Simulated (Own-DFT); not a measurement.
# A change of arrangement and its cost: As32Ga32, 64 atoms

All numbers below are calculated, not measured. They come from Own-DFT, an in-house plane-wave density functional program, since retired, whose code no person has reviewed. Each row is one single-point run on a periodic cell that was not relaxed, without spin or spin-orbit coupling.

Settings of every run: PBE; PseudoDojo norm-conserving scalar-relativistic files; cutoff 42 hartree; 3 x 3 x 3 k mesh centred on Gamma; Fermi-Dirac smearing of 0.1 eV.

Known limits, some of them of some rows only: not probed for a lower state with spin; forces on such cells failed a check on a denser k mesh; forces not confirmed at this smearing and k mesh; stress not checked against mesh or cutoff.

All cells hold the same atoms in the same cell, with vectors in Å (11.307, 0.000, 0.000); (0.000, 11.307, 0.000); (0.000, 0.000, 11.307). Every atom was moved at random from its ideal site; u is the rms move along one axis. The defect's site can differ from row to row. E is the free energy of the cell above the lowest run. The arrangements:

- A: zincblende GaAs
- B: zincblende GaAs, with one As on a Ga site and one Ga on an As site, 2.4 Å apart

```
arrangement   u (Å)  E (eV)  P (GPa)
          A  0.0196   0.000     3.50
          A  0.0200   0.014     3.51
          A  0.0201   0.006     3.50
          A  0.0481   1.838     3.89
          A  0.0520   2.310     3.98
          A  0.0548   2.703     4.11
          B  0.0294   3.196     3.95
          B  0.0314   3.297     3.99
          B  0.0316   3.224     3.96
          B  0.0477   4.236     4.15
          B  0.0518   4.793     4.26
          B  0.0529   4.933     4.30
```

Question: once the cost of the random moves is taken out, how do the arrangements rank?

## Worked answer

Fit E = a + b u², with one b for all and one a for each arrangement, and with residuals divided by u², since the noise grows with the moves. Then b = 951 eV/Å², the scatter at u = 0.04 Å is 0.09 eV, and against A:

- B: 2.69 ± 0.04 eV (higher)

These are energies of unrelaxed cells. Relaxing the atoms lowers the strained arrangements most, so the gaps would shrink and small ones could change sign.
